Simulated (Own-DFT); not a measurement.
GaP (zincblende, atoms displaced) (calculated)

All values are calculated (Own-DFT development build). A calculation, not a measurement: plane-wave PBE density functional theory by an unreviewed code, no spin, of a simulated periodic cell, stress positive in tension, free energy of the whole cell less one offset for each atom, forces on such cells passed a denser k mesh, this cell's mesh not checked; offsets are fitted by least squares, one for each functional and potential file, so energies compare only between cells with the same atoms and settings and are not formation energies; the far tail of each file's local potential was reset to the Coulomb form; each entry is a single point on an unrelaxed cell, so the pressure reflects the starting lattice, mostly measured values (interpolated for alloys), from which strain is counted, and rises with the displacements; printed positions are rounded, which can move forces by about a meV/angstrom; the program, named Own-DFT, is a retired in-house code; no spin-orbit coupling.

Common to all runs: functional PBE; potential files PseudoDojo norm-conserving, scalar-relativistic, standard set; wave cutoff 42 hartree; occupations Fermi-Dirac; smearing width 0.1 eV; k mesh 3 x 3 x 3 centred on Gamma.

(1) GaP (zincblende, atoms displaced)

```
GaP
1.0
     10.9010     0.0000     0.0000
      0.0000    10.9010     0.0000
      0.0000     0.0000    10.9010
Ga P Ga P Ga P Ga P Ga P Ga P Ga P Ga P
4 4 4 4 4 4 4 4 4 4 4 4 4 4 4 4
Direct
  0.99490 0.02011 0.02184
  0.99732 0.25601 0.25622
  0.23807 0.99402 0.25752
  0.25043 0.22829 0.00809
  0.11934 0.11628 0.13940
  0.11432 0.38334 0.35696
  0.37841 0.13446 0.37331
  0.34749 0.34323 0.14100
  0.99028 0.99269 0.48773
  0.00299 0.24116 0.76372
  0.24131 0.98400 0.75913
  0.26348 0.23509 0.48882
  0.12898 0.13761 0.62633
  0.13980 0.35699 0.85500
  0.38017 0.12917 0.86748
  0.38127 0.35420 0.64992
  0.02156 0.49506 0.01389
  0.99370 0.75549 0.23324
  0.25550 0.50827 0.24270
  0.26080 0.75499 0.97331
  0.15003 0.61242 0.11949
  0.10819 0.87668 0.34866
  0.39397 0.60503 0.38818
  0.36319 0.90189 0.13037
  0.99761 0.49839 0.49716
  0.00557 0.75359 0.74845
  0.25988 0.48999 0.74829
  0.25109 0.74290 0.45832
  0.11568 0.60159 0.62002
  0.12475 0.84472 0.88384
  0.37844 0.63057 0.88431
  0.38643 0.86644 0.63611
  0.47843 0.00649 0.02462
  0.53628 0.27828 0.26094
  0.71936 0.02465 0.23223
  0.74028 0.26524 0.99064
  0.61853 0.15807 0.14597
  0.63474 0.38998 0.36729
  0.87375 0.13752 0.36104
  0.88060 0.38798 0.11564
  0.49652 0.98529 0.48716
  0.48595 0.25902 0.77066
  0.75885 0.01471 0.75158
  0.75777 0.25474 0.49508
  0.63202 0.14086 0.61674
  0.61252 0.37894 0.89485
  0.86959 0.13230 0.90450
  0.85740 0.39267 0.62432
  0.49983 0.50674 0.00112
  0.51585 0.74281 0.24978
  0.74422 0.49393 0.27596
  0.75736 0.75446 0.01906
  0.63426 0.61324 0.11509
  0.61825 0.87074 0.37103
  0.87717 0.62027 0.39412
  0.88381 0.87611 0.15561
  0.51797 0.51207 0.50729
  0.47796 0.76602 0.73963
  0.75808 0.49097 0.76110
  0.74602 0.76342 0.50620
  0.63312 0.63434 0.62207
  0.63390 0.87867 0.88052
  0.86402 0.61421 0.87782
  0.87735 0.86860 0.61836
```

- free energy of cell above offsets: -12.468 eV
- pressure: 8.04 GPa
- stress xx: -8.61 GPa
- stress yy: -8.28 GPa
- stress zz: -7.24 GPa
- stress yz: 0.82 GPa
- stress xz: -1.69 GPa
- stress xy: 1 GPa

Force:
```csv
element,x (eV/Å),y (eV/Å),z (eV/Å)
Ga,-0.62,-2.824,-0.525
Ga,-0.298,0.359,-2.258
Ga,1.251,2.142,0.314
Ga,-1.013,-0.122,-1.685
P,0.99,1.912,0.136
P,1.882,0.257,2.156
P,2.067,-2.376,-1.901
P,3.017,2.323,0.716
Ga,0.486,1.39,0.521
Ga,-1.651,0.264,-1.141
Ga,0.356,0.86,-0.694
Ga,-2.284,2.756,2.186
P,-0.692,-2.384,-0.51
P,-0.164,1.094,3.267
P,-1.778,-3.286,2.37
P,-1.495,3.204,-5.254
Ga,-0.439,-0.42,-2.654
Ga,3.076,-6.186,2.422
Ga,1.443,-2.127,2.204
Ga,1.363,-0.687,4.823
P,-1.589,3.934,-1.204
P,0.874,-1.015,2.894
P,-1.925,1.665,-3.153
P,-0.763,-4.856,1.017
Ga,0.024,-1.816,0.128
Ga,-1.246,-2.429,-0.964
Ga,-0.437,1.225,-0.127
Ga,-0.803,0.04,2.201
P,2.234,2.408,0.955
P,-3.022,4.719,-1.245
P,1.351,-1.732,-2.639
P,-6.688,6.116,-7.087
Ga,3.514,2.48,-3.285
Ga,-6.618,-0.762,-0.509
Ga,3.157,-3.265,3.053
Ga,1.204,-0.247,2.629
P,-0.206,-1.513,-6.025
P,-2.233,-1.618,7.534
P,-1.082,-1.891,1.134
P,-1.223,-1.186,1.611
Ga,-0.493,1.786,1.669
Ga,4.543,-1.074,0.502
Ga,-0.507,-0.464,-0.153
Ga,-0.001,0.355,0.23
P,-1.098,-1.276,0.9
P,-0.056,0.331,-2.982
P,0.335,-0.48,-2.469
P,2.205,-2.653,-0.843
Ga,-1.682,-0.452,1.34
Ga,-1.321,-0.892,-1.08
Ga,5.622,4.982,-5.278
Ga,0.297,0.266,-1.364
P,-0.028,0.771,2.196
P,1.699,0.947,-0.55
P,-1.107,2.117,-2.277
P,-4.961,4.395,-4.237
Ga,0.356,-2.487,1.812
Ga,6.996,-6.439,6.413
Ga,-2.645,0.845,0.358
Ga,0.084,-1.095,-1.198
P,-0.472,0.075,2.228
P,-0.898,0.379,0.459
P,2.534,1.929,1.426
P,0.582,1.728,1.485
```

(2) GaP (zincblende, atoms displaced)

```
GaP
1.0
     10.9010     0.0000     0.0000
      0.0000    10.9010     0.0000
      0.0000     0.0000    10.9010
Ga P Ga P Ga P Ga P Ga P Ga P Ga P Ga P
4 4 4 4 4 4 4 4 4 4 4 4 4 4 4 4
Direct
  0.97943 0.00303 0.99621
  0.99976 0.24313 0.24059
  0.22424 0.01808 0.27753
  0.25225 0.27057 0.99195
  0.10047 0.13435 0.14013
  0.10860 0.35802 0.36593
  0.36056 0.11772 0.39596
  0.40734 0.38650 0.14004
  0.97864 0.00161 0.48244
  0.98740 0.24836 0.74683
  0.24134 0.96186 0.73854
  0.25966 0.26704 0.51706
  0.12440 0.13213 0.62147
  0.13220 0.37993 0.87499
  0.38731 0.15384 0.88732
  0.38207 0.37336 0.62345
  0.98520 0.52734 0.98982
  0.02412 0.73196 0.26238
  0.26028 0.51743 0.24118
  0.25536 0.74032 0.00696
  0.11897 0.62376 0.09521
  0.13096 0.87637 0.38304
  0.38385 0.63270 0.36877
  0.36618 0.87320 0.14995
  0.00854 0.52505 0.48510
  0.98146 0.73408 0.73912
  0.26032 0.52286 0.75952
  0.26221 0.76564 0.47746
  0.09444 0.63307 0.63538
  0.12299 0.87188 0.88035
  0.35297 0.64333 0.88495
  0.37875 0.87837 0.61943
  0.50805 0.97941 0.00016
  0.47664 0.25586 0.22429
  0.73391 0.98354 0.25733
  0.74040 0.25133 0.98389
  0.62381 0.11868 0.10800
  0.62646 0.39695 0.36262
  0.88144 0.10884 0.38301
  0.86842 0.37369 0.12221
  0.49520 0.01104 0.51272
  0.51838 0.26340 0.75009
  0.74265 0.00832 0.76047
  0.76987 0.24046 0.50057
  0.63853 0.13007 0.60063
  0.61648 0.37749 0.86640
  0.86491 0.09660 0.88741
  0.87319 0.38968 0.62226
  0.51093 0.49913 0.99195
  0.49330 0.76045 0.22607
  0.76371 0.50202 0.25625
  0.74201 0.74280 0.00769
  0.61535 0.62769 0.12348
  0.62331 0.88530 0.36960
  0.86557 0.64721 0.36897
  0.86982 0.88534 0.15051
  0.50501 0.51832 0.51238
  0.51397 0.75046 0.76883
  0.74203 0.49987 0.74811
  0.74101 0.75106 0.50131
  0.64158 0.63534 0.65340
  0.64600 0.88254 0.89586
  0.85875 0.64367 0.86087
  0.86893 0.87664 0.60825
```

- free energy of cell above offsets: -12.471 eV
- pressure: 7.92 GPa
- stress xx: -8.19 GPa
- stress yy: -8.2 GPa
- stress zz: -7.38 GPa
- stress yz: 0.53 GPa
- stress xz: 0.06 GPa
- stress xy: 1.8 GPa

Force:
```csv
element,x (eV/Å),y (eV/Å),z (eV/Å)
Ga,3.769,-3.006,3.954
Ga,-4.846,3.127,3.166
Ga,0.731,0.33,-1.998
Ga,0.553,-0.744,2.232
P,4.982,-4.162,-5.205
P,2.258,2.998,1.601
P,0.847,2.207,-1.281
P,-6.381,7.509,-5.789
Ga,5.544,-4.034,5.054
Ga,0.682,-0.101,0.394
Ga,-0.899,3.204,0.577
Ga,-2.624,-1.781,-2.045
P,-0.364,-1.276,0.355
P,-2.027,1.465,-0.988
P,0.383,-2.67,-0.992
P,1.356,3.158,1.837
Ga,-1.116,-3.008,-1.266
Ga,-0.564,1.56,-1.315
Ga,-1.128,-1.58,-0.042
Ga,-2.022,4.806,2.613
P,0.888,0.237,3.948
P,-2.707,-0.172,-0.38
P,0.027,0.137,0.535
P,-3.08,3.2,-3.293
Ga,-1.053,-1.872,-0.571
Ga,-1.119,5.198,1.382
Ga,-2.049,-2.296,-2.125
Ga,0.698,-1.443,2.04
P,5.972,-2.352,-2.78
P,-1.062,-0.717,0.428
P,5.739,-2.158,-2.384
P,1.422,-1.897,0.671
Ga,-2.675,1.945,1.023
Ga,5.395,-8.626,6.086
Ga,1.937,4.301,-1.988
Ga,0.651,-0.396,1.142
P,-0.36,0.652,2.093
P,-0.714,-1.995,1.753
P,-4.603,5.184,-5.925
P,0.327,0.467,-0.946
Ga,0.669,-0.647,-1.272
Ga,-2.274,-3.026,-2.502
Ga,-0.467,-1.045,-3.149
Ga,0.262,2.584,-1.246
P,-1.363,-0.31,3.549
P,2.657,1.731,1.296
P,-1.359,5.776,-2.915
P,0.423,-0.686,-0.181
Ga,-1.339,1.069,0.478
Ga,2.839,-1.887,3.085
Ga,-0.456,0.385,-0.961
Ga,1.598,0.655,1.313
P,1.093,-0.86,0.053
P,-3.762,-3.098,3.128
P,0.815,-1.353,0.217
P,1.97,-2.46,-2.163
Ga,0.583,-0.69,-0.493
Ga,-1.068,1.268,0.348
Ga,1.868,-1.776,1.129
Ga,-0.478,0.857,-0.224
P,-2.457,0.973,-3.106
P,-1.302,-1.125,-2.323
P,-1.055,-1.907,2.188
P,-0.163,0.173,2.179
```

(3) GaP (zincblende, atoms displaced)

```
GaP
1.0
     10.9010     0.0000     0.0000
      0.0000    10.9010     0.0000
      0.0000     0.0000    10.9010
Ga P Ga P Ga P Ga P Ga P Ga P Ga P Ga P
4 4 4 4 4 4 4 4 4 4 4 4 4 4 4 4
Direct
  0.98705 0.01573 0.99234
  0.99717 0.22544 0.27393
  0.26039 0.00630 0.28598
  0.23280 0.28483 0.02019
  0.10746 0.13279 0.11822
  0.13986 0.37937 0.34592
  0.38896 0.12419 0.33414
  0.36873 0.37948 0.12439
  0.99467 0.01105 0.48115
  0.00467 0.27618 0.74225
  0.23524 0.00807 0.77787
  0.25023 0.22589 0.51863
  0.14876 0.14388 0.63628
  0.12763 0.39479 0.86942
  0.37757 0.12554 0.85941
  0.37453 0.38837 0.60348
  0.00109 0.52228 0.98328
  0.98847 0.75572 0.24562
  0.25326 0.48745 0.24874
  0.24816 0.77576 0.99144
  0.12059 0.62477 0.14099
  0.12063 0.88704 0.36544
  0.38728 0.62452 0.36960
  0.36670 0.88867 0.12951
  0.95841 0.50838 0.51669
  0.97360 0.76072 0.75731
  0.22321 0.49402 0.74030
  0.27133 0.75949 0.49163
  0.11256 0.60645 0.63283
  0.12048 0.85130 0.86657
  0.36523 0.61165 0.87249
  0.38185 0.86800 0.60424
  0.51340 0.01697 0.01425
  0.49682 0.23758 0.25071
  0.77067 0.01038 0.23824
  0.74436 0.25255 0.01250
  0.60481 0.15017 0.12340
  0.63129 0.37096 0.38962
  0.87958 0.13923 0.38585
  0.88003 0.37275 0.12413
  0.50509 0.96432 0.51640
  0.50742 0.24989 0.75363
  0.77233 0.01810 0.75067
  0.73926 0.24456 0.51696
  0.62890 0.14024 0.62257
  0.61724 0.36874 0.85913
  0.85114 0.12867 0.89570
  0.87079 0.34923 0.62521
  0.50682 0.49297 0.99446
  0.51089 0.74778 0.24539
  0.76703 0.49996 0.24968
  0.73073 0.75467 0.01408
  0.63169 0.63057 0.12384
  0.62802 0.87409 0.38147
  0.86967 0.61975 0.35688
  0.88938 0.88479 0.11190
  0.51261 0.48070 0.51155
  0.50753 0.75534 0.76030
  0.73754 0.50784 0.75551
  0.77253 0.75026 0.50330
  0.61888 0.64636 0.60729
  0.61276 0.86351 0.87210
  0.87499 0.62973 0.85547
  0.88238 0.89171 0.62519
```

- free energy of cell above offsets: -9.525 eV
- pressure: 8.9 GPa
- stress xx: -9.78 GPa
- stress yy: -8.31 GPa
- stress zz: -8.61 GPa
- stress yz: 1.54 GPa
- stress xz: 2.12 GPa
- stress xy: -4.71 GPa

Force:
```csv
element,x (eV/Å),y (eV/Å),z (eV/Å)
Ga,2.257,-0.551,-0.456
Ga,3.694,4.241,-4.013
Ga,-3.131,-2.487,-4.099
Ga,-1.226,-2.51,-1.689
P,1.405,-0.304,0.481
P,-4.148,-3.993,4.872
P,-1.161,-1.388,7.834
P,3.417,0.374,0.202
Ga,1.987,-1.036,2.214
Ga,1.693,-1.985,2.2
Ga,0.127,-1.086,-1.492
Ga,5.247,5.113,-7.026
P,-6.113,-4.508,4.376
P,-1.963,-2.577,2.609
P,0.485,0.594,2.681
P,-2.462,-2.718,3.161
Ga,0.079,-0.41,1.725
Ga,1.281,-0.162,-0.087
Ga,2.199,4.194,-1.08
Ga,1.795,-2.917,2.384
P,0.399,0.771,-1.839
P,-0.399,-1.606,1.426
P,-0.367,-0.951,-0.059
P,1.019,-0.151,-0.034
Ga,2.076,-0.491,-0.823
Ga,2.361,0.293,-2.507
Ga,4.983,0.448,-0.914
Ga,-2.824,-2.561,-1.837
P,-1.996,3.851,-2.738
P,-1.364,3.281,-0.562
P,0.275,1.315,-0.242
P,-3.168,-0.81,6.55
Ga,-2.647,-2.414,-2.338
Ga,1.833,7.037,-0.473
Ga,-1.613,0.03,0.911
Ga,-0.652,2.058,-0.084
P,4.486,-1.542,-0.541
P,0.504,-0.223,-2.48
P,-4.756,-1.597,1.482
P,0.509,0.13,-0.217
Ga,3.945,5.141,-2.998
Ga,-2.599,-0.508,-2.498
Ga,-2.729,-0.911,-0.81
Ga,1.904,1.487,-3.491
P,-2.766,-4.898,2.431
P,2.136,1.589,2.797
P,1.895,0.962,-1.685
P,-1.527,3.339,-0.37
Ga,-0.817,0.572,0.089
Ga,-1.27,0.951,0.337
Ga,-2.961,-2.314,-1.826
Ga,2.382,1.495,-2.416
P,-1.042,-3.047,1.191
P,2.036,0.029,-1.674
P,1.656,2.583,3.215
P,-2.028,-1.266,0.604
Ga,0.927,3.346,-1.623
Ga,-3.239,-3.011,-2.465
Ga,-0.205,-0.016,-1.713
Ga,-1.175,0.394,-0.786
P,0.747,-1.525,1.501
P,3.068,4.087,2.563
P,-2.628,-1.17,2.964
P,0.173,-0.063,-0.815
```

(4) GaP (zincblende, atoms displaced)

```
GaP
1.0
     10.9010     0.0000     0.0000
      0.0000    10.9010     0.0000
      0.0000     0.0000    10.9010
Ga P Ga P Ga P Ga P Ga P Ga P Ga P Ga P
4 4 4 4 4 4 4 4 4 4 4 4 4 4 4 4
Direct
  0.98959 0.02862 0.99976
  0.01737 0.25765 0.24156
  0.25799 0.98596 0.23309
  0.23284 0.25167 0.98905
  0.12780 0.12128 0.13506
  0.14095 0.40884 0.37005
  0.37515 0.13916 0.37846
  0.35705 0.36772 0.13928
  0.96976 0.00050 0.48044
  0.98668 0.26575 0.76447
  0.23752 0.00746 0.74428
  0.25582 0.24881 0.49431
  0.13811 0.14960 0.63214
  0.12663 0.39400 0.90631
  0.36199 0.12714 0.87719
  0.37970 0.38385 0.61966
  0.02894 0.49655 0.01547
  0.99862 0.74991 0.25097
  0.24516 0.48896 0.26684
  0.22428 0.74723 0.98977
  0.12231 0.62630 0.12014
  0.12128 0.88133 0.37105
  0.35824 0.63013 0.34267
  0.38843 0.88921 0.15699
  0.98633 0.50430 0.49998
  0.99995 0.74265 0.72848
  0.26820 0.49183 0.76352
  0.24393 0.75069 0.48948
  0.11594 0.60061 0.64158
  0.12691 0.89112 0.86873
  0.37260 0.59604 0.87791
  0.37156 0.87058 0.63336
  0.49664 0.99456 0.97473
  0.49231 0.26172 0.24618
  0.73752 0.99117 0.24638
  0.75169 0.24386 0.03657
  0.60889 0.15538 0.13134
  0.62711 0.36001 0.37608
  0.84255 0.13119 0.38130
  0.88333 0.37020 0.11694
  0.49358 0.00448 0.50043
  0.50851 0.22970 0.73039
  0.75562 0.98090 0.73232
  0.76572 0.27207 0.51796
  0.63502 0.11368 0.62038
  0.63431 0.36092 0.89718
  0.87558 0.13012 0.88972
  0.86576 0.38091 0.61109
  0.49854 0.52125 0.01862
  0.50429 0.75307 0.24843
  0.77525 0.52005 0.26973
  0.76919 0.75876 0.99460
  0.62151 0.65213 0.11808
  0.62073 0.88214 0.38383
  0.86235 0.61566 0.38257
  0.86656 0.86609 0.14027
  0.49657 0.51832 0.46617
  0.49169 0.75577 0.74219
  0.77569 0.50226 0.73141
  0.72414 0.76237 0.51111
  0.63840 0.62394 0.62686
  0.63530 0.90828 0.86634
  0.87308 0.62272 0.87199
  0.87510 0.89452 0.65255
```

* free energy of cell above offsets: -9.019 eV
* pressure: 8.9 GPa
* stress xx: -9.8 GPa
* stress yy: -8.39 GPa
* stress zz: -8.5 GPa
* stress yz: -2.32 GPa
* stress xz: 1.26 GPa
* stress xy: 0.94 GPa

Force:
```csv
element,x (eV/Å),y (eV/Å),z (eV/Å)
Ga,2.586,-3.386,2.202
Ga,-1.05,0.662,1.602
Ga,-4.041,4.009,3.653
Ga,1.6,-1.529,2.085
P,0.388,-0.233,-1.052
P,-8.827,-7.608,7.977
P,0.337,-2.061,-1.248
P,0.339,1.241,-1.947
Ga,1.249,0.344,1.267
Ga,1.275,-0.058,-0.123
Ga,1.37,0.215,-0.047
Ga,-0.484,2.188,0.829
P,-2.659,-0.4,-0.427
P,2.13,-3.223,-6.87
P,0.695,-0.008,-1.192
P,0.737,-0.547,-0.554
Ga,-6.356,2.121,1.723
Ga,0.226,-0.811,0.579
Ga,5.758,4.739,-8.656
Ga,1.948,0.439,-0.491
P,0.961,1.719,3.117
P,-0.492,0.005,0.294
P,1.792,1.842,2.191
P,3.366,-2.653,-5.817
Ga,2.153,-0.28,-0.351
Ga,-0.304,0.821,2.423
Ga,-2.805,-2.511,-2.46
Ga,-0.013,-0.615,1.022
P,1.387,0.673,-1.618
P,-1.905,-1.191,0.744
P,1.69,5.433,1.71
P,-1.412,1.312,-2.019
Ga,-1.489,1.901,2.919
Ga,-0.588,0.298,1.982
Ga,-0.872,1.781,-0.019
Ga,0.712,0.618,-2.951
P,0.021,-5.178,-0.563
P,0.368,2.426,-0.008
P,1.766,0.293,-1.429
P,1.032,2.243,2.008
Ga,-0.448,0.114,0.231
Ga,-0.894,1.864,2.184
Ga,-6.45,7.624,4.777
Ga,-6.149,-5.91,-4.463
P,0.624,0.62,-0.754
P,-0.574,1.152,-1.593
P,-3.132,1.768,-2.525
P,6.198,2.223,4.127
Ga,0.46,-2.936,0
Ga,0.271,0.133,1.308
Ga,-6.145,-6.773,-7.425
Ga,-1.786,0.019,-0.841
P,2.007,-1.073,0.364
P,-0.91,-0.401,-0.8
P,4.69,7.584,5.609
P,1.039,1.647,-1.085
Ga,0.565,-1.006,1.429
Ga,1.834,-1.808,1.874
Ga,-2.812,0.768,3.263
Ga,2.217,0.235,0.003
P,-2.576,-0.303,0.153
P,-0.442,-4.103,1.075
P,1.714,0.111,0.199
P,8.112,-6.579,-7.598
```
